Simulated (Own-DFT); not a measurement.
SiC (2H silicon carbide, atoms displaced) (calculated)

Computed with Own-DFT development build. A calculation, not a measurement: plane-wave PBE density functional theory by an unreviewed code, no spin, of a simulated periodic cell, stress positive in tension, free energy of the whole cell less one offset for each atom, forces on such cells passed a denser k mesh, this cell's mesh not checked; offsets are fitted by least squares, one for each functional and potential file, so energies compare only between cells with the same atoms and settings and are not formation energies; the far tail of each file's local potential was reset to the Coulomb form; each entry is a single point on an unrelaxed cell, so the pressure reflects the starting lattice, mostly measured values (interpolated for alloys), from which strain is counted, and rises with the displacements; printed positions are rounded, which can move forces by about a meV/angstrom; the program, named Own-DFT, is a retired in-house code; no spin-orbit coupling.

Entry: SiC (2H silicon carbide, atoms displaced)

```
CELL_PARAMETERS angstrom
6.16540 0.00000 0.00000
-3.08270 5.33940 0.00000
0.00000 0.00000 10.06810
ATOMIC_POSITIONS crystal
Si 0.99853 0.99313 0.99860
Si 0.15551 0.32815 0.25354
C 0.99181 0.99981 0.19005
C 0.17547 0.34386 0.43444
Si 0.99714 0.00914 0.49885
Si 0.16982 0.33228 0.74943
C 0.99614 0.99875 0.68209
C 0.16610 0.33002 0.93584
Si 0.99962 0.49764 0.99389
Si 0.17409 0.83860 0.24634
C 0.01453 0.51084 0.18811
C 0.16937 0.83125 0.43802
Si 0.00112 0.50680 0.49663
Si 0.16500 0.83699 0.74957
C 0.99688 0.50185 0.68450
C 0.16895 0.83976 0.94006
Si 0.49602 0.98760 0.00058
Si 0.65951 0.33708 0.24930
C 0.50149 0.00678 0.19013
C 0.65934 0.33496 0.43639
Si 0.50283 0.00858 0.50074
Si 0.66962 0.33328 0.75915
C 0.50126 0.00689 0.69318
C 0.66711 0.32663 0.93566
Si 0.50732 0.49869 0.00161
Si 0.66279 0.83075 0.25093
C 0.50320 0.49890 0.18655
C 0.67050 0.83875 0.43703
Si 0.49660 0.49869 0.49807
Si 0.66818 0.83537 0.75047
C 0.50504 0.50406 0.69131
C 0.66291 0.83556 0.94001
```

```
functional                        : PBE
potential files                   : PseudoDojo norm-conserving, scalar-relativistic, standard set
wave cutoff                       : 42 hartree
occupations                       : Fermi-Dirac
smearing width                    : 0.1 eV
hardware                          : one NVIDIA H100
k mesh                            : 5 x 5 x 3 centred on Gamma
free energy of cell above offsets : -4.677 eV
pressure                          : 3.79 GPa
stress xx                         : -2.72 GPa
stress yy                         : -2.77 GPa
stress zz                         : -5.88 GPa
stress yz                         : -0.39 GPa
stress xz                         : -0.07 GPa
stress xy                         : 0.21 GPa
wall time                         : 122.3 s
```

Force:
```
element  x (eV/Å)  y (eV/Å)  z (eV/Å)
     Si    -0.938     1.244     0.875
     Si     1.024      0.71    -1.559
      C     0.866    -0.168    -0.551
      C    -1.117    -0.843      1.08
     Si     1.318    -0.705      -0.7
     Si    -0.538      0.39    -0.483
      C     0.167     0.527     1.316
      C     0.442     0.045     0.375
     Si     0.467       0.1     1.317
     Si    -0.999    -0.052     1.075
      C    -1.421    -1.086    -0.678
      C    -0.708     1.327    -0.327
     Si    -0.287     -0.53      0.38
     Si     0.268    -0.271    -0.433
      C     0.615    -0.119     0.912
      C     0.037    -1.244    -0.849
     Si    -0.468     1.611     0.601
     Si     1.839     0.206     0.061
      C     0.557    -0.342    -0.831
      C     0.892     0.276     0.001
     Si    -0.051    -0.789     0.317
     Si    -0.271     0.416     -2.85
      C     0.189    -0.444    -0.751
      C    -0.162     0.202     2.045
     Si    -0.951    -0.268    -0.615
     Si    -0.108     0.232    -0.123
      C    -1.354     0.151     0.266
      C    -0.636    -0.263     0.345
     Si     0.576     1.146     1.023
     Si    -0.499      0.04    -0.154
      C    -0.148    -0.493    -0.564
      C     1.399    -1.003    -0.524
```
